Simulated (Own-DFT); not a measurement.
# One host, several defects: C11b WSi2

Calculated, not measured: single-point runs of Own-DFT, a retired in-house plane-wave DFT program that no person has reviewed, on unrelaxed cells, without spin or spin-orbit coupling.

All runs used: PBE; PseudoDojo norm-conserving scalar-relativistic files; cutoff 50 hartree; 5 x 5 x 5 k mesh centred on Gamma; cold (Marzari-Vanderbilt) smearing of 0.2 eV.

Limits: forces on such cells failed a check on a denser k mesh; stress not checked against mesh or cutoff.

All runs share one cell, with vectors in Å (-2.148, -5.953, 3.409); (-6.444, 2.976, 1.136); (-2.553, -2.948, -6.757) and a volume of 403.2 Å³. u is the rms random offset of the atoms per axis. The defect's site can differ from row to row.

```
              cell  formula   u (Å)  P (GPa)
         no defect  Si20W10  0.0190     4.34
         no defect  Si20W10  0.0225     4.45
         no defect  Si20W10  0.0496     6.04
    one Si vacancy  Si19W10  0.0320     3.56
    one Si vacancy  Si19W10  0.0527     5.00
    one Si vacancy  Si19W10  0.0569     5.49
one W on a Si site  Si19W11  0.0278     9.74
one W on a Si site  Si19W11  0.0295        ?
one W on a Si site  Si19W11  0.0475    11.39
one W on a Si site  Si19W11  0.0524    10.90
one Si on a W site   Si21W9  0.0302     6.59
one Si on a W site   Si21W9  0.0325     6.60
one Si on a W site   Si21W9  0.0488     7.36
```

## Worked fit

P = P0 + c u² + a shift for each defect gives P0 = 4.10 GPa, c = 762 ± 88 GPa/Å² and a scatter of 0.26 GPa. The shifts, and each times the cell's volume:

- one W on a Si site: 5.12 ± 0.23 GPa, 12.9 eV
- one Si on a W site: 1.65 ± 0.22 GPa, 4.1 eV
- one Si vacancy: -1.20 ± 0.24 GPa, -3.0 eV

A positive shift means that the defect pushes the cell outwards. Shift times volume (160.2 GPa Å³ is 1 eV) depends little on the cell's size, so, taken for each site, it can be compared between cells at like pressure. The atoms around the defects weren't relaxed, which would change these numbers.

## Prediction

Q: what pressure belongs in the blank (one W on a Si site, u = 0.0295 Å)?

The fit gives 9.88 ± 0.32 GPa. The calculation gave 10.12 GPa.
